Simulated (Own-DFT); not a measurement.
## Calculated data, GaP (zincblende, atoms displaced)

A calculation, not a measurement: plane-wave PBE density functional theory by an unreviewed code, no spin, of a simulated periodic cell, stress positive in tension, free energy of the whole cell less one offset for each atom, forces on such cells passed a denser k mesh, this cell's mesh not checked; offsets are fitted by least squares, one for each functional and potential file, so energies compare only between cells with the same atoms and settings and are not formation energies; the far tail of each file's local potential was reset to the Coulomb form; each entry is a single point on an unrelaxed cell, so the pressure reflects the starting lattice, mostly measured values (interpolated for alloys), from which strain is counted, and rises with the displacements; printed positions are rounded, which can move forces by about a meV/angstrom; the program, named Own-DFT, is a retired in-house code; no spin-orbit coupling. Program: Own-DFT development build.

Settings shared by all entries: functional PBE; potential files PseudoDojo norm-conserving, scalar-relativistic, standard set; wave cutoff 42 hartree; occupations Fermi-Dirac; smearing width 0.1 eV; k mesh 2 x 3 x 3 centred on Gamma.

```json
{"entry": 1, "formula": "GaP", "kind": "zincblende, atoms displaced", "structure": {"cell_angstrom": [[16.3515, 0.0, 0.0], [0.0, 10.901, 0.0], [0.0, 0.0, 10.901]], "atoms_fractional": [["Ga", 0.99955, 0.9985, 0.0086], ["Ga", 0.00377, 0.25835, 0.25102], ["Ga", 0.16443, 0.99572, 0.24954], ["Ga", 0.17392, 0.24125, 0.00069], ["P", 0.08556, 0.12085, 0.12492], ["P", 0.08125, 0.37109, 0.38314], ["P", 0.25321, 0.11827, 0.37324], ["P", 0.25108, 0.37735, 0.12967], ["Ga", 0.00052, 0.00281, 0.50271], ["Ga", 0.99734, 0.25811, 0.74881], ["Ga", 0.16742, 0.0089, 0.74729], ["Ga", 0.16189, 0.24911, 0.49857], ["P", 0.08108, 0.12587, 0.62807], ["P", 0.08169, 0.37603, 0.87498], ["P", 0.24861, 0.12296, 0.87178], ["P", 0.24697, 0.37786, 0.62011], ["Ga", 0.00613, 0.50191, 0.00063], ["Ga", 0.99862, 0.74968, 0.25287], ["Ga", 0.16905, 0.50223, 0.24889], ["Ga", 0.16939, 0.75262, 0.00443], ["P", 0.08913, 0.62283, 0.12668], ["P", 0.08191, 0.86923, 0.37266], ["P", 0.25076, 0.6214, 0.36864], ["P", 0.24867, 0.87138, 0.12257], ["Ga", 0.99959, 0.49606, 0.50253], ["Ga", 0.99753, 0.75221, 0.74567], ["Ga", 0.16683, 0.49672, 0.75013], ["Ga", 0.16236, 0.74437, 0.50179], ["P", 0.08511, 0.6324, 0.62372], ["P", 0.07884, 0.8692, 0.87958], ["P", 0.25579, 0.61866, 0.88566], ["P", 0.25003, 0.87704, 0.62249], ["Ga", 0.33284, 0.99135, 0.00136], ["Ga", 0.33517, 0.25388, 0.25386], ["Ga", 0.49958, 0.00372, 0.24281], ["Ga", 0.49874, 0.25436, 0.00366], ["P", 0.41338, 0.12027, 0.12931], ["P", 0.41805, 0.37519, 0.38509], ["P", 0.57903, 0.12804, 0.37184], ["P", 0.58406, 0.36465, 0.11902], ["Ga", 0.3352, 0.00614, 0.50296], ["Ga", 0.33787, 0.25562, 0.75127], ["Ga", 0.50137, 0.00039, 0.75261], ["Ga", 0.49791, 0.24314, 0.49738], ["P", 0.41547, 0.13044, 0.63554], ["P", 0.42627, 0.37672, 0.87242], ["P", 0.58626, 0.12367, 0.86943], ["P", 0.58376, 0.38128, 0.626], ["Ga", 0.33083, 0.49075, 0.99218], ["Ga", 0.33206, 0.7556, 0.25129], ["Ga", 0.50086, 0.50042, 0.25101], ["Ga", 0.49494, 0.75445, 0.9957], ["P", 0.41597, 0.61887, 0.11448], ["P", 0.41473, 0.87813, 0.36859], ["P", 0.57955, 0.62103, 0.37127], ["P", 0.57937, 0.87508, 0.12718], ["Ga", 0.33087, 0.48683, 0.50218], ["Ga", 0.33389, 0.75308, 0.74407], ["Ga", 0.5061, 0.49843, 0.74733], ["Ga", 0.4996, 0.75143, 0.50579], ["P", 0.41992, 0.62437, 0.62532], ["P", 0.41635, 0.86751, 0.87581], ["P", 0.58574, 0.62547, 0.87988], ["P", 0.58791, 0.88188, 0.62497], ["Ga", 0.6664, 0.99909, 0.99822], ["Ga", 0.66662, 0.2482, 0.25028], ["Ga", 0.83713, 0.00237, 0.24756], ["Ga", 0.83295, 0.24698, 0.00444], ["P", 0.74608, 0.1245, 0.1205], ["P", 0.753, 0.37183, 0.37314], ["P", 0.91472, 0.13108, 0.37684], ["P", 0.91231, 0.38032, 0.12268], ["Ga", 0.67053, 0.99426, 0.49845], ["Ga", 0.66359, 0.24776, 0.74808], ["Ga", 0.83446, 0.99772, 0.74629], ["Ga", 0.83551, 0.25399, 0.50263], ["P", 0.75289, 0.12986, 0.63208], ["P", 0.75035, 0.37025, 0.87407], ["P", 0.91733, 0.12169, 0.87278], ["P", 0.9194, 0.38407, 0.61582], ["Ga", 0.666, 0.4955, 0.0024], ["Ga", 0.66467, 0.75103, 0.25446], ["Ga", 0.8299, 0.48949, 0.25173], ["Ga", 0.83, 0.75827, 0.99944], ["P", 0.74599, 0.62115, 0.12319], ["P", 0.75225, 0.87207, 0.38183], ["P", 0.91543, 0.61781, 0.38015], ["P", 0.92042, 0.87565, 0.11881], ["Ga", 0.66365, 0.50014, 0.50379], ["Ga", 0.66715, 0.75241, 0.7494], ["Ga", 0.83337, 0.5049, 0.74514], ["Ga", 0.83296, 0.74765, 0.50328], ["P", 0.74942, 0.62152, 0.62238], ["P", 0.75176, 0.87793, 0.88017], ["P", 0.91373, 0.61946, 0.86989], ["P", 0.91434, 0.87467, 0.62497]]}, "results": {"free_energy_of_cell_above_offsets [eV]": "-50.126", "pressure [GPa]": 3.25, "stress_xx [GPa]": -3.29, "stress_yy [GPa]": -3.17, "stress_zz [GPa]": -3.27, "stress_yz [GPa]": 0.15, "stress_xz [GPa]": -0.17, "stress_xy [GPa]": -0.14, "force_element": ["Ga", "Ga", "Ga", "Ga", "P", "P", "P", "P", "Ga", "Ga", "Ga", "Ga", "P", "P", "P", "P", "Ga", "Ga", "Ga", "Ga", "P", "P", "P", "P", "Ga", "Ga", "Ga", "Ga", "P", "P", "P", "P", "Ga", "Ga", "Ga", "Ga", "P", "P", "P", "P", "Ga", "Ga", "Ga", "Ga", "P", "P", "P", "P", "Ga", "Ga", "Ga", "Ga", "P", "P", "P", "P", "Ga", "Ga", "Ga", "Ga", "P", "P", "P", "P", "Ga", "Ga", "Ga", "Ga", "P", "P", "P", "P", "Ga", "Ga", "Ga", "Ga", "P", "P", "P", "P", "Ga", "Ga", "Ga", "Ga", "P", "P", "P", "P", "Ga", "Ga", "Ga", "Ga", "P", "P", "P", "P"], "force_x [eV/angstrom]": [0.572, -0.865, 0.446, -0.918, -0.227, 0.663, -0.939, 0.062, -0.334, -0.171, -0.62, 0.997, -0.046, 0.828, 1.484, -0.168, -0.998, -0.225, -0.567, -0.494, -0.991, 0.073, 0.301, 0.192, 1.143, -0.063, 0.042, 1.377, -0.854, 0.871, -1.399, -0.35, -0.018, -0.084, -0.001, -0.166, -0.115, 0.14, 0.995, 0.14, 0.236, -0.988, -0.244, 0.28, 0.608, -1.286, -0.845, -0.005, 1.321, 0.295, -0.555, 1.131, -0.215, 0.701, 0.647, 0.61, 0.432, -0.233, -0.306, 0.164, -0.769, -0.384, -0.277, -0.855, -0.52, 0.062, -0.517, 0.114, 0.574, -1.401, 0.785, 1.324, -0.119, 0.514, -0.183, -0.318, -0.322, 0.052, 0.115, -1.129, 0.158, 0.15, 0.305, 0.609, 0.651, 0.204, -0.098, -1.037, 0.488, 0.247, -0.357, 0.25, -0.336, -0.527, 0.697, 0.39], "force_y [eV/angstrom]": [0.655, -0.675, -0.055, 0.911, 0.804, 1.129, 0.886, -0.851, -0.298, -0.406, -1.427, -0.903, 0.402, -0.671, 0.135, -1.173, 0.234, -0.803, -0.697, -0.813, 0.549, 0.702, 0.398, 0.671, 1.485, -0.419, 0.906, 0.721, -1.499, 0.66, 1.277, -0.022, 0.591, -0.242, -0.349, -1.7, 0.927, -0.187, -0.857, 1.208, -0.508, 0.433, -0.199, 0.56, -0.91, -0.046, 0.091, -1.714, -0.461, -1.077, -0.604, -1.191, 0.314, 0.171, 0.724, -0.098, 1.931, -0.818, 1.241, 0.313, -0.476, 1.414, 0.272, -0.668, -0.14, 0.009, -0.147, -0.01, -0.333, -0.249, -0.403, -0.509, 1.528, 0.698, 0.269, -0.219, -0.362, 0.377, 0.353, -1.112, -0.137, -0.224, 1.553, -1.499, 0.623, 0.091, 0.45, -0.725, 0.035, -0.319, -1.062, -0.359, 0.664, 0.135, 1.041, 0.085], "force_z [eV/angstrom]": [-1.419, -0.59, 0.197, 0.311, 0.278, -1.056, 0.075, -0.534, -0.551, 0.113, 0.227, 0.114, -0.11, 0.175, 0.154, 1.002, -0.009, -0.371, 0.536, -0.95, 0.059, 0.654, 1.216, 0.714, -0.575, 0.59, 0.389, -1.025, 0.847, -0.415, -1.97, -0.049, -0.348, 0.151, 0.754, -0.5, -1.043, -1.213, 0.27, 1.319, 0.038, 0.421, 0.059, 0.992, -1.028, 0.061, 1.047, -0.635, 0.917, -0.637, -0.94, 0.859, 1.05, 1.057, 0.971, -0.56, -0.364, 0.405, 0.556, -0.856, 0.047, -0.942, -0.439, 0.12, 0.161, 0.056, 0.051, -0.765, 0.818, 0.904, -0.335, -0.058, 0.057, 0.041, 0.709, 0.07, -1.059, -0.2, 0.401, 1.663, -0.576, -0.278, -0.371, 0.256, 0.667, -1.307, -0.766, 1.338, -1.101, 0.407, 0.242, -0.102, 0.233, -1.188, 0.868, -0.451]}}
{"entry": 2, "formula": "GaP", "kind": "zincblende, atoms displaced", "structure": {"cell_angstrom": [[16.3515, 0.0, 0.0], [0.0, 10.901, 0.0], [0.0, 0.0, 10.901]], "atoms_fractional": [["Ga", 0.00746, 0.99608, 0.00245], ["Ga", 0.00019, 0.24963, 0.24704], ["Ga", 0.17062, 0.99923, 0.25218], ["Ga", 0.16348, 0.26212, 0.99628], ["P", 0.08243, 0.12478, 0.13795], ["P", 0.0842, 0.37945, 0.37877], ["P", 0.24699, 0.12425, 0.38721], ["P", 0.24694, 0.3777, 0.13094], ["Ga", 0.99686, 0.00325, 0.49821], ["Ga", 0.00315, 0.25342, 0.75029], ["Ga", 0.16976, 0.0089, 0.75555], ["Ga", 0.16647, 0.24989, 0.51146], ["P", 0.08507, 0.12961, 0.62816], ["P", 0.0793, 0.36577, 0.88241], ["P", 0.24925, 0.12481, 0.87417], ["P", 0.2511, 0.37117, 0.62159], ["Ga", 0.99704, 0.49566, 0.00103], ["Ga", 0.99487, 0.7454, 0.25093], ["Ga", 0.17019, 0.50358, 0.24381], ["Ga", 0.16353, 0.75431, 0.00337], ["P", 0.0844, 0.62802, 0.12806], ["P", 0.08782, 0.87099, 0.37031], ["P", 0.24875, 0.62115, 0.38191], ["P", 0.25047, 0.86987, 0.1311], ["Ga", 0.00261, 0.50202, 0.50029], ["Ga", 0.99848, 0.74504, 0.74782], ["Ga", 0.16478, 0.5085, 0.75177], ["Ga", 0.1634, 0.75151, 0.4994], ["P", 0.08142, 0.62838, 0.63539], ["P", 0.08138, 0.87369, 0.87163], ["P", 0.24844, 0.62287, 0.87679], ["P", 0.25472, 0.87951, 0.6295], ["Ga", 0.3325, 0.00465, 0.99651], ["Ga", 0.3355, 0.25475, 0.2513], ["Ga", 0.50055, 0.00179, 0.24811], ["Ga", 0.49628, 0.26316, 0.9976], ["P", 0.41528, 0.11671, 0.12946], ["P", 0.4197, 0.36887, 0.37275], ["P", 0.58235, 0.11925, 0.36937], ["P", 0.58411, 0.37406, 0.12381], ["Ga", 0.33625, 0.99961, 0.49298], ["Ga", 0.33539, 0.25731, 0.74444], ["Ga", 0.49904, 0.0006, 0.7541], ["Ga", 0.49957, 0.24527, 0.50319], ["P", 0.42373, 0.1146, 0.61698], ["P", 0.41777, 0.36924, 0.86894], ["P", 0.59155, 0.12353, 0.87232], ["P", 0.58201, 0.38217, 0.62356], ["Ga", 0.32976, 0.50219, 0.00737], ["Ga", 0.33402, 0.75062, 0.25022], ["Ga", 0.50002, 0.49904, 0.2459], ["Ga", 0.49532, 0.74449, 0.9936], ["P", 0.41633, 0.62346, 0.12634], ["P", 0.41529, 0.87211, 0.37276], ["P", 0.58139, 0.62852, 0.37605], ["P", 0.58466, 0.8749, 0.11957], ["Ga", 0.32864, 0.50819, 0.50007], ["Ga", 0.33379, 0.74112, 0.7561], ["Ga", 0.50266, 0.49941, 0.75096], ["Ga", 0.4986, 0.74946, 0.49428], ["P", 0.42469, 0.62647, 0.62531], ["P", 0.41904, 0.87172, 0.8681], ["P", 0.58088, 0.62892, 0.87841], ["P", 0.58468, 0.87841, 0.62318], ["Ga", 0.67449, 0.99424, 0.99161], ["Ga", 0.66299, 0.24689, 0.25411], ["Ga", 0.83472, 0.9978, 0.2497], ["Ga", 0.82926, 0.24506, 0.99271], ["P", 0.7532, 0.11887, 0.12663], ["P", 0.75191, 0.36894, 0.37425], ["P", 0.9163, 0.12958, 0.37122], ["P", 0.91679, 0.37101, 0.12626], ["Ga", 0.6723, 0.00349, 0.50043], ["Ga", 0.66661, 0.23945, 0.74893], ["Ga", 0.83282, 0.00509, 0.74921], ["Ga", 0.83512, 0.25659, 0.4945], ["P", 0.74763, 0.12463, 0.62708], ["P", 0.75418, 0.37637, 0.8728], ["P", 0.91704, 0.12768, 0.88173], ["P", 0.91438, 0.38595, 0.62017], ["Ga", 0.66078, 0.50298, 0.9951], ["Ga", 0.66496, 0.75418, 0.25229], ["Ga", 0.83334, 0.49754, 0.25011], ["Ga", 0.83971, 0.74403, 0.00435], ["P", 0.74846, 0.6218, 0.11992], ["P", 0.7527, 0.86973, 0.37426], ["P", 0.91258, 0.61939, 0.37279], ["P", 0.9154, 0.8708, 0.12167], ["Ga", 0.66156, 0.49744, 0.49839], ["Ga", 0.66602, 0.74711, 0.74], ["Ga", 0.83369, 0.49111, 0.74382], ["Ga", 0.83611, 0.75134, 0.50594], ["P", 0.75109, 0.62037, 0.62205], ["P", 0.74434, 0.87607, 0.88276], ["P", 0.91447, 0.62373, 0.86979], ["P", 0.91638, 0.8844, 0.62353]]}, "results": {"free_energy_of_cell_above_offsets [eV]": "-49.350", "pressure [GPa]": 3.38, "stress_xx [GPa]": -3.43, "stress_yy [GPa]": -3.29, "stress_zz [GPa]": -3.42, "stress_yz [GPa]": 0.06, "stress_xz [GPa]": -0.28, "stress_xy [GPa]": 0.55, "force_element": ["Ga", "Ga", "Ga", "Ga", "P", "P", "P", "P", "Ga", "Ga", "Ga", "Ga", "P", "P", "P", "P", "Ga", "Ga", "Ga", "Ga", "P", "P", "P", "P", "Ga", "Ga", "Ga", "Ga", "P", "P", "P", "P", "Ga", "Ga", "Ga", "Ga", "P", "P", "P", "P", "Ga", "Ga", "Ga", "Ga", "P", "P", "P", "P", "Ga", "Ga", "Ga", "Ga", "P", "P", "P", "P", "Ga", "Ga", "Ga", "Ga", "P", "P", "P", "P", "Ga", "Ga", "Ga", "Ga", "P", "P", "P", "P", "Ga", "Ga", "Ga", "Ga", "P", "P", "P", "P", "Ga", "Ga", "Ga", "Ga", "P", "P", "P", "P", "Ga", "Ga", "Ga", "Ga", "P", "P", "P", "P"], "force_x [eV/angstrom]": [-0.893, -0.013, -0.012, 1.053, 1.007, 0.424, 0.502, 0.741, 1.063, -1.305, -0.631, -0.359, -0.728, -0.036, 0.545, -0.161, 0.171, 0.422, -0.939, 0.234, -0.622, -1.475, -0.392, 0.078, -0.195, -0.763, 0.174, 0.726, 0.375, 0.621, -0.023, -0.507, 0.187, -0.645, 0.127, 0.884, -0.111, -0.31, 0.282, 0.014, -0.303, 0.041, 1.136, 0.767, -1.234, -0.73, -1.902, 0.228, 0.368, -0.195, 0.248, 0.323, -0.186, 0.484, 0.24, -0.481, 1.713, 0.18, -0.159, 0.408, -1.472, -0.898, 0.343, -0.349, -1.861, 0.765, 0.09, 0.292, -0.82, -1.178, 0.02, -0.574, -0.628, 0.198, -0.222, -0.039, 1.331, -1.452, 0.718, 1.29, 0.981, 0.185, -0.57, -1.414, 0.033, 0.001, 0.635, 0.872, 0.958, 0.115, -0.542, -0.196, -0.201, 2.751, 0.242, 0.141], "force_y [eV/angstrom]": [0.443, 0.718, 0.22, -1.912, -0.231, -0.555, 0.465, -0.824, 0.124, -0.347, -1.225, 0.27, -0.829, 2.241, 1.534, 1.425, 0.604, 0.289, 0.261, -0.109, -0.489, 0.411, 1.154, 0.761, 0.442, 1.187, -1.6, 0.097, -0.286, 0.128, 0.311, -0.548, -1.046, -1.019, -1.166, -2.024, 1.456, 1.089, 0.418, 0.169, -0.283, -1.622, -0.026, 0.452, 0.748, 1.598, -0.128, -1.629, -0.499, -0.688, -0.08, 0.853, 0.134, 0.297, -0.574, 0.013, -1.142, 0.513, 0.22, 0.738, -0.384, 0.323, -0.351, -0.164, 1.765, -0.166, -0.242, 0.371, 0.621, 0.883, -0.385, 0.045, -0.724, 1.96, -0.32, -0.87, 0.567, -0.274, -0.613, -1.627, -0.484, -0.423, -0.254, 0.08, 0.128, 0.533, 0.586, 0.691, 0.332, 0.302, 1.226, -0.234, 0.037, -2.43, -0.502, -0.903], "force_z [eV/angstrom]": [0.284, 0.869, 0.249, 1.423, -1.438, -0.483, -1.121, -0.846, -0.433, -0.36, -0.823, -1.181, 0.078, -1.278, 0.602, 0.729, 0.196, 0.079, 1.282, -0.255, -0.489, 0.283, -1.159, -1.054, -0.121, 0.49, 0.248, 0.927, -1.659, -0.178, 0.633, -0.205, 0.272, 0.133, -0.208, 0.608, -0.856, 0.609, 1.178, 0.025, 0.632, -0.263, -0.279, -0.573, 0.952, 0.339, 1.145, 0.376, -0.621, 0.443, 0.528, 0.969, -0.141, -0.308, -0.672, -0.041, 0.584, -0.962, 0.28, 0.605, 0.09, 0.894, -1.166, -0.368, 2.203, -0.687, 0.116, 1.122, -0.208, -0.303, 0.261, -0.362, -0.592, -0.287, 0.958, 0.933, -0.849, -0.052, -0.913, -0.123, 0.172, -0.59, -0.634, -0.682, 0.692, 0.345, 0.821, 0.519, -0.505, 0.759, 0.687, -0.466, 0.056, -2.569, 0.162, 0.52]}}
{"entry": 3, "formula": "GaP", "kind": "zincblende, atoms displaced", "structure": {"cell_angstrom": [[16.3515, 0.0, 0.0], [0.0, 10.901, 0.0], [0.0, 0.0, 10.901]], "atoms_fractional": [["Ga", 0.9956, 0.00207, 0.99534], ["Ga", 0.99843, 0.24856, 0.2516], ["Ga", 0.17, 0.00071, 0.25043], ["Ga", 0.17049, 0.23639, 0.99431], ["P", 0.08698, 0.11562, 0.12847], ["P", 0.08438, 0.38474, 0.372], ["P", 0.24952, 0.12307, 0.37792], ["P", 0.2545, 0.37651, 0.12419], ["Ga", 0.00371, 0.00554, 0.48974], ["Ga", 0.00026, 0.24601, 0.75078], ["Ga", 0.16473, 0.00275, 0.75353], ["Ga", 0.16918, 0.24911, 0.49746], ["P", 0.08071, 0.12612, 0.62584], ["P", 0.08509, 0.37818, 0.87477], ["P", 0.25176, 0.12167, 0.87984], ["P", 0.24879, 0.37069, 0.6276], ["Ga", 0.00187, 0.4966, 0.99499], ["Ga", 0.99711, 0.74521, 0.24873], ["Ga", 0.16545, 0.49601, 0.2571], ["Ga", 0.16674, 0.74471, 0.99416], ["P", 0.08339, 0.629, 0.12529], ["P", 0.08223, 0.8772, 0.36529], ["P", 0.24289, 0.61908, 0.3717], ["P", 0.25027, 0.87486, 0.11636], ["Ga", 0.99475, 0.4994, 0.50687], ["Ga", 0.00239, 0.75226, 0.74925], ["Ga", 0.1646, 0.49373, 0.75361], ["Ga", 0.16381, 0.75484, 0.5014], ["P", 0.093, 0.62637, 0.62647], ["P", 0.08185, 0.86773, 0.87749], ["P", 0.25401, 0.62398, 0.87102], ["P", 0.2448, 0.87761, 0.62836], ["Ga", 0.33148, 0.00607, 0.99442], ["Ga", 0.33365, 0.24442, 0.24941], ["Ga", 0.49717, 0.99511, 0.25349], ["Ga", 0.49847, 0.24543, 0.00523], ["P", 0.41574, 0.12724, 0.12012], ["P", 0.41666, 0.379, 0.37468], ["P", 0.5797, 0.12328, 0.37284], ["P", 0.58469, 0.36884, 0.12419], ["Ga", 0.33797, 0.99932, 0.49872], ["Ga", 0.33898, 0.25376, 0.74573], ["Ga", 0.49906, 0.0024, 0.74642], ["Ga", 0.49407, 0.2518, 0.49829], ["P", 0.41286, 0.13906, 0.63031], ["P", 0.41282, 0.37155, 0.87231], ["P", 0.57624, 0.12051, 0.87242], ["P", 0.58, 0.37372, 0.61915], ["Ga", 0.33627, 0.49985, 0.99506], ["Ga", 0.32847, 0.75418, 0.24824], ["Ga", 0.49844, 0.49511, 0.25139], ["Ga", 0.50425, 0.74804, 0.98916], ["P", 0.41674, 0.62336, 0.11964], ["P", 0.4172, 0.87619, 0.36897], ["P", 0.58404, 0.62594, 0.37827], ["P", 0.5839, 0.87472, 0.12702], ["Ga", 0.32977, 0.49749, 0.49662], ["Ga", 0.33268, 0.7568, 0.74988], ["Ga", 0.50175, 0.49655, 0.75465], ["Ga", 0.5073, 0.74481, 0.50339], ["P", 0.41619, 0.62666, 0.63143], ["P", 0.41706, 0.87775, 0.87653], ["P", 0.5871, 0.62824, 0.87555], ["P", 0.58286, 0.87743, 0.61826], ["Ga", 0.66582, 0.99683, 0.00563], ["Ga", 0.66949, 0.25104, 0.25234], ["Ga", 0.8377, 0.99899, 0.25665], ["Ga", 0.83151, 0.24924, 0.9971], ["P", 0.74637, 0.13148, 0.1255], ["P", 0.74958, 0.3775, 0.36877], ["P", 0.91754, 0.12758, 0.37003], ["P", 0.91238, 0.37281, 0.13183], ["Ga", 0.67058, 0.00246, 0.49936], ["Ga", 0.66845, 0.24723, 0.75473], ["Ga", 0.8315, 0.00512, 0.75078], ["Ga", 0.83129, 0.2519, 0.49798], ["P", 0.747, 0.12041, 0.62821], ["P", 0.74486, 0.38014, 0.87825], ["P", 0.91195, 0.12199, 0.87636], ["P", 0.91584, 0.36436, 0.62384], ["Ga", 0.66496, 0.50344, 0.00568], ["Ga", 0.66897, 0.75437, 0.2496], ["Ga", 0.83043, 0.4972, 0.25255], ["Ga", 0.83485, 0.75115, 0.99569], ["P", 0.7469, 0.62204, 0.12989], ["P", 0.74663, 0.87787, 0.37607], ["P", 0.91681, 0.62218, 0.38271], ["P", 0.91592, 0.87417, 0.13268], ["Ga", 0.66698, 0.49667, 0.50094], ["Ga", 0.66964, 0.74251, 0.74368], ["Ga", 0.83308, 0.50517, 0.7613], ["Ga", 0.83062, 0.74638, 0.50399], ["P", 0.75072, 0.62736, 0.63549], ["P", 0.75324, 0.87605, 0.873], ["P", 0.91208, 0.62352, 0.87334], ["P", 0.91091, 0.87483, 0.63137]]}, "results": {"free_energy_of_cell_above_offsets [eV]": "-49.951", "pressure [GPa]": 3.27, "stress_xx [GPa]": -3.25, "stress_yy [GPa]": -3.3, "stress_zz [GPa]": -3.26, "stress_yz [GPa]": -0.54, "stress_xz [GPa]": 0.35, "stress_xy [GPa]": 0.1, "force_element": ["Ga", "Ga", "Ga", "Ga", "P", "P", "P", "P", "Ga", "Ga", "Ga", "Ga", "P", "P", "P", "P", "Ga", "Ga", "Ga", "Ga", "P", "P", "P", "P", "Ga", "Ga", "Ga", "Ga", "P", "P", "P", "P", "Ga", "Ga", "Ga", "Ga", "P", "P", "P", "P", "Ga", "Ga", "Ga", "Ga", "P", "P", "P", "P", "Ga", "Ga", "Ga", "Ga", "P", "P", "P", "P", "Ga", "Ga", "Ga", "Ga", "P", "P", "P", "P", "Ga", "Ga", "Ga", "Ga", "P", "P", "P", "P", "Ga", "Ga", "Ga", "Ga", "P", "P", "P", "P", "Ga", "Ga", "Ga", "Ga", "P", "P", "P", "P", "Ga", "Ga", "Ga", "Ga", "P", "P", "P", "P"], "force_x [eV/angstrom]": [0.687, 1.021, 0.357, -0.736, -1.031, -1.248, 0.496, -0.873, -0.718, -0.184, -0.268, -0.768, 0.663, -0.361, 0.071, 0.101, -0.749, 0.194, 0.32, 0.338, 0.025, 0.148, 1.205, -0.227, 1.234, -0.47, 1.116, 0.35, -1.965, -0.036, -0.604, 0.923, 0.908, -0.055, 0.477, 0.221, -0.148, -0.715, 0.44, -0.379, -0.544, -2.175, -0.47, 0.656, 1.22, 1.353, 1.352, 0.628, -0.368, 0.257, 0.536, -0.673, 0.405, -0.328, 0.477, -0.523, 0.155, 0.067, -0.166, -1.477, 0.03, -0.01, 0.006, 0.546, 0.056, -1.002, -1.174, -0.301, 0.925, -0.228, -0.317, 0.719, -1.231, -1.062, 0.012, -0.305, 0.587, 0.619, 0.594, -0.349, -0.314, -0.622, 0.67, -0.425, 0.85, 1.134, -0.605, -0.101, 0.065, -1.037, -0.516, 0.037, 0.516, -0.98, 1.941, 1.129], "force_y [eV/angstrom]": [-0.736, 0.471, -0.646, 1.565, 1.082, -1.74, -0.102, -0.388, -0.678, 0.293, -0.197, 0.383, -0.139, -1.62, 0.493, 0.275, 0.498, 0.032, 0.301, -0.045, -0.929, -0.476, 1.473, 0.219, -0.007, -0.606, 0.755, 0.112, -0.469, 1.141, -0.19, 0.266, -1.069, 0.627, 0.788, 0.632, -0.971, -0.676, 0.387, 0.532, 0.117, 0.365, -0.401, -0.091, -2.453, 0.33, 0.42, -0.261, 0.064, -0.76, 0.69, 0.466, 0.489, -1.157, -0.506, -0.328, 0.529, -0.131, 0.223, 0.216, -0.194, 0.131, -0.775, 0.112, 0.363, -0.291, 0.169, 0.499, -1.119, -0.378, 0.071, 0.086, 0.016, 0.24, -0.633, -0.558, 1.046, -0.372, 0.802, 1.101, -0.272, -0.415, 0.84, -0.001, 0.644, -0.334, 0.261, -0.073, 0.438, 1.9, -1.441, 0.535, -1.599, -0.076, 0.528, 0.288], "force_z [eV/angstrom]": [0.894, -0.552, -0.203, 1.41, -0.786, 1.236, -0.255, -0.082, 0.863, 0.408, 0.096, 0.187, -0.319, 0.316, -2.269, -0.187, 1.025, 0.3, -2.217, 0.35, -0.137, 0.673, 0.793, 0.309, 0.225, -0.448, -0.428, -0.834, 0.173, -0.037, 0.07, -0.523, 0.971, 0.094, -1.152, -0.923, 0.948, -0.075, 0.444, 0.266, 0.58, 1.091, -0.412, -0.212, -1.494, 0.769, 0.687, 0.758, 0.355, -0.192, -0.608, 1.227, 0.445, 1.219, -0.887, -0.172, 0.587, -0.074, -0.248, -0.077, -0.691, -0.395, -0.564, 0.861, -0.691, 0.003, -0.655, 0.491, 0.006, 1.361, 1.04, -1.112, -0.194, -0.271, -0.122, -0.138, -0.345, -0.086, -0.223, 0.844, 0.012, 0.19, -0.205, 0.958, -0.377, 0.06, -0.647, -1.057, 0.236, 0.971, -1.246, -0.111, -1.759, 0.234, 0.66, -1.003]}}
```
